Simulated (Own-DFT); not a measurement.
Simulation results for Al3GaAs4 (zincblende random alloy, strained, atoms displaced)

A calculation, not a measurement: plane-wave density functional theory by an unreviewed code, no spin, of a simulated periodic cell, stress positive in tension, run twice, with PBE and with PBEsol, both on files made for PBE, so the change isn't that of files made for PBEsol, forces on such cells passed a denser k mesh, this cell's mesh not checked; the far tail of each file's local potential was reset to the Coulomb form; each entry is a single point on an unrelaxed cell, so the pressure reflects the starting lattice, mostly measured values (interpolated for alloys), from which strain is counted, and rises with the displacements; printed positions are rounded, which can move forces by about a meV/angstrom; the program, named Own-DFT, is a retired in-house code; no spin-orbit coupling; stress was not checked against mesh or cutoff. Program: Own-DFT development build.

Settings shared by all entries: functional PBE, then PBEsol; potential files PseudoDojo norm-conserving, scalar-relativistic, standard set; wave cutoff 42 hartree; occupations Fermi-Dirac; smearing width 0.1 eV; k mesh 3 x 3 x 3 centred on Gamma.

(1) Al3GaAs4 (zincblende random alloy, strained, atoms displaced)

```
Al3GaAs4
1.0
     11.2729     0.1471    -0.1602
      0.1471    11.1938     0.1454
     -0.1602     0.1454    11.2180
Al As Al Ga Al As Ga Al As Al As Al Ga Al As Al Ga As Al As Ga Al Ga As
4 4 1 1 2 4 1 3 4 4 4 2 1 1 4 1 3 4 4 4 1 2 1 4
Direct
  0.99523 0.99718 0.00011
  0.99852 0.25236 0.24211
  0.25138 0.99838 0.24388
  0.24975 0.25188 0.99807
  0.12106 0.12595 0.11850
  0.12159 0.37552 0.37595
  0.37395 0.12661 0.37639
  0.38038 0.36951 0.11984
  0.00430 0.00337 0.50312
  0.99934 0.24232 0.75980
  0.25219 0.00327 0.75149
  0.25003 0.25456 0.49113
  0.12992 0.11972 0.61702
  0.12726 0.36765 0.87564
  0.38104 0.12190 0.87773
  0.37645 0.37838 0.63125
  0.00290 0.50591 0.00287
  0.00426 0.75370 0.25389
  0.23977 0.49996 0.25277
  0.24891 0.75099 0.00387
  0.12134 0.62296 0.12575
  0.12725 0.88453 0.37816
  0.37533 0.62632 0.37251
  0.37547 0.87669 0.12141
  0.00134 0.49438 0.50479
  0.00094 0.75073 0.74293
  0.25208 0.50519 0.74852
  0.25065 0.74282 0.49880
  0.11851 0.63149 0.62613
  0.12893 0.87685 0.87332
  0.37859 0.62404 0.86919
  0.37716 0.87625 0.63072
  0.49227 0.99893 0.99928
  0.50207 0.24948 0.24830
  0.74977 0.00355 0.25374
  0.74969 0.25208 0.00107
  0.63094 0.13090 0.12579
  0.62632 0.37577 0.37930
  0.87764 0.11876 0.36254
  0.88498 0.37129 0.12603
  0.49498 0.99921 0.50230
  0.49736 0.24910 0.75114
  0.74903 0.99251 0.74214
  0.75277 0.25888 0.49612
  0.62162 0.12426 0.62217
  0.62355 0.37328 0.87476
  0.87240 0.13402 0.87900
  0.87508 0.37051 0.62511
  0.49735 0.49753 0.00514
  0.49212 0.75520 0.25022
  0.75358 0.50380 0.24928
  0.74654 0.75304 0.99574
  0.62149 0.62268 0.12885
  0.61848 0.87325 0.37465
  0.88004 0.61803 0.36905
  0.87149 0.87236 0.12637
  0.49426 0.50473 0.50564
  0.50093 0.75260 0.74840
  0.74893 0.49670 0.74724
  0.73964 0.75217 0.50647
  0.62755 0.62441 0.62863
  0.62846 0.87934 0.87247
  0.88397 0.62545 0.87820
  0.87556 0.87364 0.62594
```

It finds PBE pressure 5.62 GPa; PBE stress xx -5.44 GPa; PBE stress yy -5.74 GPa; PBE stress zz -5.67 GPa; PBE stress yz 3.11 GPa; PBE stress xz -3.03 GPa; PBE stress xy 2.44 GPa; PBEsol pressure 3.36 GPa; PBEsol stress xx -3.19 GPa; PBEsol stress yy -3.48 GPa; PBEsol stress zz -3.41 GPa; PBEsol stress yz 3.03 GPa; PBEsol stress xz -2.95 GPa; PBEsol stress xy 2.4 GPa; rms change of force components from PBE to PBEsol 0.043 eV/Å.

Force:
```tsv
force element	PBE force x (eV/Å)	PBE force y (eV/Å)	PBE force z (eV/Å)	PBEsol force x (eV/Å)	PBEsol force y (eV/Å)	PBEsol force z (eV/Å)
Al	0.186	-0.155	-0.079	0.182	-0.149	-0.079
Al	1.407	-1.564	1.536	1.39	-1.543	1.513
Al	-0.126	0.587	0.523	-0.126	0.581	0.517
Al	0.807	-1.137	0.62	0.795	-1.124	0.615
As	0.349	0.012	0.103	0.337	0.015	0.095
As	-0.613	0.124	-0.572	-0.612	0.127	-0.566
As	-0.101	0.042	-0.981	-0.102	0.039	-0.962
As	-1.442	0.704	0.648	-1.413	0.688	0.63
Al	-0.882	-0.496	-0.351	-0.874	-0.487	-0.345
Ga	0.683	0.133	-1.069	0.632	0.148	-1.025
Al	0.327	-0.37	0.267	0.322	-0.364	0.263
Al	0.672	-0.438	1.264	0.664	-0.434	1.244
As	-0.108	1.451	0.729	-0.139	1.459	0.754
As	-0.472	1.815	-0.816	-0.573	1.767	-0.814
As	-1.523	1.203	-0.894	-1.443	1.246	-0.942
As	-0.954	-0.068	-1.062	-0.807	-0.078	-1.031
Ga	0.347	-1.609	-0.082	0.32	-1.544	-0.08
Al	-0.046	-0.173	0.249	-0.052	-0.169	0.248
Al	1.476	-0.605	-0.097	1.45	-0.601	-0.094
Al	0.311	-0.813	-0.436	0.304	-0.801	-0.434
As	0.407	1.264	-0.009	0.324	1.173	-0.079
As	0.177	-0.786	-0.423	0.178	-0.765	-0.414
As	-0.738	-0.142	-0.353	-0.662	-0.203	-0.277
As	-0.668	0.072	-0.115	-0.661	0.073	-0.115
Al	-0.154	0.305	0.096	-0.153	0.299	0.094
Al	0.168	0.078	1.767	0.167	0.073	1.745
Al	-0.587	-0.55	0.447	-0.576	-0.537	0.442
Al	0.107	0.817	0.405	0.106	0.804	0.404
As	0.671	-0.915	-0.858	0.657	-0.895	-0.847
As	-0.809	0.157	-0.193	-0.792	0.156	-0.191
As	-0.358	0.608	0.786	-0.349	0.597	0.767
As	-0.993	0.001	-0.982	-0.978	0.005	-0.963
Al	2.227	-0.312	0.744	2.199	-0.307	0.731
Al	0.459	-0.291	0.881	0.452	-0.29	0.872
Ga	-0.398	-1.245	-0.387	-0.376	-1.181	-0.387
Al	0.469	0.312	0.362	0.463	0.307	0.353
As	-1.102	-0.599	-0.467	-1.017	-0.652	-0.39
As	-1.05	1.174	-1.129	-0.995	1.124	-0.985
As	0.379	1.321	1.447	0.257	1.262	1.382
As	-2.128	1.861	-1.373	-2.036	1.889	-1.407
Al	0.468	-0.223	0.095	0.462	-0.221	0.096
Ga	0.852	-0.541	0.26	0.827	-0.511	0.248
Ga	0.332	1.141	0.723	0.298	1.108	0.689
Ga	0.467	-1.904	0.354	0.43	-1.816	0.346
As	0.246	0.545	-0.341	0.296	0.566	-0.261
As	-0.239	0.658	-0.099	-0.301	0.589	-0.153
As	-0.641	-1.563	-0.417	-0.581	-1.508	-0.515
As	0.364	0.321	0.413	0.346	0.196	0.394
Al	0.649	0.164	-0.586	0.637	0.16	-0.579
Al	1.056	-0.865	0.149	1.047	-0.856	0.148
Al	0.059	-1.181	0.113	0.059	-1.16	0.114
Al	0.557	-1.006	0.772	0.552	-0.989	0.763
As	-0.284	0.895	-0.637	-0.288	0.88	-0.623
As	-0.032	0.79	-0.196	0.082	0.763	-0.166
As	-0.231	1.193	0.934	-0.249	1.195	0.945
As	-0.156	0.248	-0.149	-0.203	0.295	-0.092
Ga	0.927	-0.589	-0.046	0.901	-0.569	-0.047
Al	0.775	-0.475	0.71	0.763	-0.465	0.695
Al	0.904	-0.325	1.032	0.89	-0.331	1.013
Ga	1.258	-0.532	-0.682	1.194	-0.501	-0.657
As	-0.92	0.328	-0.21	-0.904	0.342	-0.325
As	-1.113	0.086	-0.007	-1.032	0.146	-0.082
As	-1.456	0.573	-1.187	-1.347	0.492	-1.087
As	-0.215	0.489	-1.143	-0.345	0.488	-1.107
```

(2) Al3GaAs4 (zincblende random alloy, strained, atoms displaced)

```
Al3GaAs4
1.0
     11.3075    -0.0987    -0.1471
     -0.0987    11.3596    -0.0209
     -0.1471    -0.0209    11.2907
Al Ga As Al Ga Al As Ga Al As Al As Al As Al As Al Ga Al As Ga Al Ga As
3 1 4 2 1 1 4 3 1 4 4 4 4 4 4 4 1 1 2 4 1 2 1 4
Direct
  0.99850 0.99634 0.00089
  0.00240 0.25580 0.25060
  0.24941 0.00603 0.24470
  0.25582 0.25151 0.99939
  0.13412 0.12198 0.12249
  0.11773 0.37468 0.37608
  0.38090 0.12266 0.37948
  0.37877 0.38142 0.12213
  0.00264 0.00658 0.49873
  0.99913 0.24662 0.74641
  0.24967 0.00593 0.75169
  0.25460 0.24781 0.50243
  0.12289 0.12683 0.62967
  0.12775 0.37942 0.87487
  0.37395 0.12840 0.88064
  0.36282 0.37089 0.61945
  0.99944 0.49895 0.00444
  0.00289 0.74872 0.24969
  0.25671 0.49392 0.24393
  0.24149 0.74680 0.00445
  0.13287 0.63172 0.12582
  0.13401 0.88098 0.37320
  0.38036 0.61708 0.37724
  0.38209 0.87657 0.12413
  0.00416 0.49744 0.50083
  0.99054 0.74775 0.74629
  0.25592 0.50375 0.75305
  0.24822 0.74684 0.50511
  0.13476 0.62149 0.62197
  0.12797 0.87439 0.88684
  0.37385 0.62349 0.87168
  0.37834 0.87205 0.62465
  0.50765 0.99661 0.00159
  0.50221 0.24928 0.24686
  0.74554 0.00384 0.24839
  0.75763 0.24986 0.99982
  0.62747 0.12563 0.13068
  0.63115 0.38285 0.37684
  0.87317 0.11913 0.37602
  0.87007 0.37990 0.12946
  0.50336 0.00356 0.49522
  0.50717 0.25082 0.74872
  0.75125 0.99672 0.74718
  0.75073 0.24422 0.50243
  0.62750 0.12369 0.62803
  0.62148 0.37914 0.88018
  0.86616 0.12280 0.87785
  0.88002 0.37126 0.62280
  0.50401 0.50729 0.00659
  0.49765 0.75774 0.25728
  0.74848 0.49377 0.24589
  0.74937 0.74845 0.00130
  0.62413 0.63358 0.12548
  0.62355 0.88215 0.37910
  0.86886 0.62441 0.37085
  0.87479 0.88179 0.12876
  0.49902 0.49618 0.49791
  0.50911 0.75495 0.74820
  0.74232 0.50418 0.74885
  0.75211 0.74927 0.50022
  0.62831 0.61962 0.62593
  0.62140 0.87217 0.87641
  0.87830 0.61609 0.87522
  0.87691 0.88593 0.62995
```

It finds PBE pressure 3.39 GPa; PBE stress xx -3.33 GPa; PBE stress yy -3.18 GPa; PBE stress zz -3.66 GPa; PBE stress yz -0.4 GPa; PBE stress xz -1.87 GPa; PBE stress xy -0.86 GPa; PBEsol pressure 1.24 GPa; PBEsol stress xx -1.18 GPa; PBEsol stress yy -1.03 GPa; PBEsol stress zz -1.5 GPa; PBEsol stress yz -0.39 GPa; PBEsol stress xz -1.83 GPa; PBEsol stress xy -0.84 GPa; rms change of force components from PBE to PBEsol 0.036 eV/Å.

Force:
```tsv
force element	PBE force x (eV/Å)	PBE force y (eV/Å)	PBE force z (eV/Å)	PBEsol force x (eV/Å)	PBEsol force y (eV/Å)	PBEsol force z (eV/Å)
Al	0.076	0.411	-0.105	0.079	0.406	-0.105
Al	-0.496	-1.332	-0.575	-0.485	-1.307	-0.571
Al	1.21	-0.875	0.515	1.194	-0.864	0.507
Ga	-0.54	0.307	-0.057	-0.519	0.298	-0.054
As	-1.403	1.303	-0.244	-1.322	1.332	-0.301
As	1.592	0.197	0.124	1.608	0.234	0.086
As	-0.711	0.904	-0.806	-0.696	0.882	-0.792
As	0.42	-0.833	0.15	0.286	-0.816	0.153
Al	0.261	-0.84	-0.168	0.254	-0.83	-0.168
Al	-0.164	0.275	1.03	-0.162	0.27	1.017
Ga	0.188	-0.944	0.196	0.181	-0.894	0.205
Al	-1.354	-0.979	-1.293	-1.33	-0.966	-1.28
As	0.504	0.099	-0.438	0.557	0.042	-0.37
As	-0.356	-0.451	0.088	-0.346	-0.448	0.186
As	1.198	-0.251	-0.468	1.051	-0.238	-0.456
As	1.969	1.105	1.498	1.98	1.138	1.427
Ga	0.661	-0.086	0.017	0.638	-0.07	0.008
Ga	-0.182	0.322	0.284	-0.176	0.322	0.277
Ga	-0.757	0.34	0.77	-0.715	0.342	0.743
Al	2.064	0.558	-0.876	2.042	0.553	-0.868
As	-1.198	-1.425	0.987	-1.244	-1.463	1.029
As	-0.581	-0.33	0.498	-0.617	-0.372	0.436
As	-0.776	1.16	-0.226	-0.7	1.067	-0.262
As	-0.963	0.012	0.036	-0.887	-0.049	0.102
Al	-0.664	0.494	-0.197	-0.651	0.49	-0.192
Al	1.247	-0.07	0.439	1.229	-0.071	0.431
Al	-0.577	-0.959	-0.59	-0.566	-0.939	-0.581
Al	0.726	0.294	-1.103	0.711	0.29	-1.085
As	-1.373	0.267	0.791	-1.34	0.252	0.778
As	-0.777	0.182	-1.517	-0.724	0.228	-1.528
As	0.928	1.188	0.953	0.914	1.165	0.939
As	-0.001	0.849	0.051	-0.039	0.878	0.087
Al	-0.592	0.492	-0.164	-0.582	0.48	-0.159
Al	-0.135	0.478	0.636	-0.138	0.47	0.628
Al	0.431	-0.861	0.41	0.427	-0.853	0.405
Al	-1.054	0.195	0.115	-1.035	0.193	0.11
As	-0.094	0.67	-0.988	-0.091	0.66	-0.969
As	-0.434	-1.316	0.143	-0.484	-1.236	0.199
As	0.218	1.02	-0.285	0.208	1	-0.276
As	0.991	-0.66	-0.452	1.028	-0.594	-0.497
Al	-0.263	-0.601	1.122	-0.262	-0.591	1.106
Al	-1.055	0.007	0.048	-1.038	0.009	0.045
Al	-0.819	0.023	0.741	-0.809	0.024	0.728
Al	0.118	0.346	-0.46	0.115	0.341	-0.452
As	-0.161	0.138	-0.084	-0.152	0.13	-0.083
As	0.508	-0.084	0.049	0.497	-0.081	0.055
As	1.239	0.067	-0.283	1.209	0.058	-0.281
As	-0.691	0.631	0.365	-0.674	0.615	0.352
Al	-0.468	-0.039	-0.919	-0.465	-0.033	-0.906
Ga	0.019	-0.712	-0.127	0.026	-0.68	-0.129
Al	-0.595	1.297	0.062	-0.59	1.287	0.061
Al	0.689	0.103	-0.335	0.677	0.101	-0.324
As	0.293	-0.132	0.951	0.243	-0.083	0.983
As	0.762	-0.441	-0.091	0.736	-0.546	-0.104
As	0.909	-0.034	0.407	0.888	0.066	0.404
As	-0.23	-0.602	-0.045	-0.175	-0.641	0.002
Ga	0.073	-0.442	0.52	0.072	-0.409	0.482
Al	-1.068	-1.215	-0.371	-1.055	-1.194	-0.363
Al	1.108	-1.467	0.486	1.094	-1.45	0.481
Ga	-0.065	0.277	0.044	-0.07	0.268	0.033
As	-0.751	1.173	-0.575	-0.745	1.153	-0.678
As	1.252	0.687	0.179	1.233	0.677	0.179
As	-0.62	0.978	0.046	-0.549	0.894	0.111
As	0.314	-0.87	-0.91	0.261	-0.895	-0.94
```

(3) Al3GaAs4 (zincblende random alloy, strained, atoms displaced)

```
Al3GaAs4
1.0
     11.4754    -0.0510     0.1523
     -0.0510    11.2282     0.0463
      0.1523     0.0463    11.2566
Al As Al Ga Al As Al Ga Al As Al Ga Al Ga As Al As Al As Al Ga Al As Ga Al Ga As
4 4 2 1 1 4 1 1 2 4 1 1 1 1 4 4 4 4 4 1 1 2 4 2 1 1 4
Direct
  0.00110 0.00279 0.00080
  0.00137 0.24185 0.24920
  0.24643 0.99495 0.24581
  0.25066 0.24832 0.99340
  0.13224 0.11934 0.13004
  0.12206 0.37570 0.36843
  0.37245 0.12983 0.37994
  0.37459 0.38061 0.13077
  0.00060 0.00290 0.49747
  0.99872 0.25009 0.75023
  0.25218 0.00139 0.74777
  0.24487 0.25024 0.50251
  0.12503 0.12430 0.62780
  0.12773 0.36635 0.87488
  0.37596 0.11807 0.88116
  0.37995 0.36537 0.62217
  0.00317 0.49908 0.99718
  0.00379 0.74356 0.25498
  0.25233 0.50409 0.25015
  0.25232 0.74934 0.00232
  0.12036 0.62276 0.12607
  0.12349 0.87620 0.37374
  0.37513 0.62921 0.37080
  0.37445 0.88009 0.12260
  0.99591 0.50149 0.49964
  0.00028 0.75182 0.75176
  0.24529 0.50451 0.75038
  0.24310 0.74499 0.50167
  0.12623 0.62934 0.62603
  0.12693 0.87336 0.87958
  0.37807 0.62900 0.88004
  0.37672 0.86136 0.61388
  0.50363 0.00953 0.00416
  0.50717 0.25032 0.24774
  0.74808 0.99924 0.25303
  0.76074 0.24611 0.99721
  0.62321 0.11413 0.13296
  0.62125 0.37603 0.36983
  0.87946 0.12526 0.37635
  0.86921 0.37254 0.13109
  0.50401 0.00056 0.49867
  0.50668 0.24797 0.74448
  0.74828 0.99920 0.75695
  0.74840 0.25293 0.50021
  0.62625 0.12317 0.62653
  0.62778 0.37537 0.87572
  0.87724 0.11776 0.88558
  0.87620 0.37560 0.62249
  0.50014 0.49315 0.00037
  0.50459 0.74940 0.24755
  0.74899 0.50389 0.24887
  0.75222 0.74489 0.00080
  0.63469 0.62692 0.12475
  0.61875 0.87410 0.37565
  0.87527 0.62070 0.37587
  0.87716 0.87572 0.12950
  0.49386 0.50668 0.50316
  0.49885 0.75241 0.75007
  0.75073 0.49449 0.74611
  0.75342 0.74832 0.49867
  0.61946 0.63070 0.62518
  0.62187 0.87407 0.87797
  0.88212 0.62778 0.87855
  0.87800 0.87354 0.62308
```

It finds PBE pressure 3.16 GPa; PBE stress xx -2.43 GPa; PBE stress yy -3.55 GPa; PBE stress zz -3.5 GPa; PBE stress yz 0.65 GPa; PBE stress xz 1.83 GPa; PBE stress xy -0.22 GPa; PBEsol pressure 1 GPa; PBEsol stress xx -0.28 GPa; PBEsol stress yy -1.39 GPa; PBEsol stress zz -1.33 GPa; PBEsol stress yz 0.63 GPa; PBEsol stress xz 1.78 GPa; PBEsol stress xy -0.21 GPa; rms change of force components from PBE to PBEsol 0.036 eV/Å.

Force:
```tsv
force element	PBE force x (eV/Å)	PBE force y (eV/Å)	PBE force z (eV/Å)	PBEsol force x (eV/Å)	PBEsol force y (eV/Å)	PBEsol force z (eV/Å)
Al	0.761	-0.697	0.789	0.751	-0.688	0.776
Al	0.16	0.821	-0.414	0.159	0.808	-0.407
Al	1.119	0.34	0.972	1.105	0.33	0.956
Al	0.525	0.058	1.153	0.514	0.053	1.134
As	-0.755	0.688	-1.011	-0.74	0.671	-0.995
As	0.061	-0.103	0.707	0.054	-0.1	0.689
As	0.167	-0.697	-0.62	0.165	-0.681	-0.606
As	0.013	-1.215	-0.584	0.013	-1.19	-0.57
Al	0.199	-0.159	0.323	0.197	-0.164	0.317
Al	-0.193	-0.25	0.118	-0.188	-0.247	0.117
Ga	0.333	-0.835	-0.1	0.305	-0.819	-0.083
Al	0.104	0.492	-0.498	0.107	0.483	-0.493
As	-0.391	-0.168	-0.031	-0.324	-0.218	0.027
As	-0.523	0.748	-0.245	-0.516	0.731	-0.243
As	0.309	0.768	-1.044	0.244	0.703	-1.079
As	-0.885	0.871	0.557	-0.812	0.916	0.488
Al	-0.286	-0.517	0.441	-0.282	-0.505	0.434
Ga	-0.4	0.799	-0.262	-0.389	0.768	-0.251
Al	-0.423	0.2	0.066	-0.419	0.197	0.067
Al	-0.228	0.27	0.254	-0.221	0.269	0.249
As	0.757	-0.218	-0.238	0.679	-0.153	-0.166
As	-0.007	-0.48	0.425	-0.016	-0.582	0.413
As	-0.304	-0.33	0.377	-0.232	-0.265	0.425
As	0.391	-0.734	0.096	0.432	-0.758	0.13
Al	0.996	0.074	-0.148	0.982	0.079	-0.148
Ga	0.311	0.545	-0.08	0.302	0.518	-0.075
Al	1.092	-0.444	0.018	1.079	-0.43	0.015
Ga	0.607	0.739	-1.184	0.598	0.714	-1.129
As	-1.059	-1.2	0.298	-1.027	-1.046	0.27
As	-0.07	0.175	-0.321	-0.073	0.177	-0.419
As	-0.241	-0.95	-0.26	-0.174	-0.873	-0.315
As	-0.11	1.358	0.825	-0.154	1.263	0.85
Al	-0.204	-1.069	-0.321	-0.202	-1.06	-0.316
Al	-1.035	-0.064	0.156	-1.023	-0.063	0.156
Al	0.614	-0.345	0.354	0.606	-0.344	0.348
Al	-1.381	0.478	0.898	-1.358	0.472	0.884
As	0.813	1.302	-0.612	0.8	1.271	-0.597
As	0.401	0.359	0.88	0.351	0.4	0.906
As	-1.045	-0.2	0.229	-1.025	-0.195	0.226
As	0.913	-0.094	-0.529	0.891	-0.091	-0.517
Al	-0.847	0.28	0.11	-0.837	0.274	0.109
Al	-0.575	0.133	1.035	-0.565	0.133	1.015
Al	0.405	-0.141	-0.507	0.396	-0.143	-0.501
Al	0.035	0.042	-0.498	0.033	0.042	-0.489
As	0.535	-0.48	-0.175	0.527	-0.472	-0.174
As	0.069	-0.873	0.023	0.07	-0.858	0.023
As	0.042	0.286	-1.558	0.041	0.277	-1.526
As	-0.129	-0.591	0.337	-0.127	-0.583	0.328
Al	0.279	0.968	0.122	0.274	0.956	0.12
Ga	-0.323	0.449	-0.45	-0.312	0.432	-0.413
Al	0.107	-0.303	0.358	0.103	-0.292	0.355
Al	0.54	1.357	-0.309	0.532	1.34	-0.305
As	-1.347	-0.789	-0.039	-1.381	-0.725	0.018
As	1.004	-0.244	0.057	0.977	-0.345	0.037
As	-0.32	0.01	0.002	-0.307	0.128	-0.002
As	-0.15	-0.403	-0.14	-0.099	-0.438	-0.095
Ga	0.275	-0.295	-0.481	0.263	-0.289	-0.464
Ga	-0.114	0.296	0.132	-0.119	0.27	0.119
Al	-0.014	1.248	0.233	-0.013	1.227	0.227
Ga	-0.397	0.409	-0.043	-0.391	0.385	-0.037
As	0.845	-0.888	0.157	0.767	-0.808	0.102
As	0.124	-0.136	0.349	0.063	-0.184	0.291
As	-0.76	-0.964	-0.531	-0.678	-0.882	-0.584
As	-0.387	0.315	0.384	-0.377	0.205	0.379
```
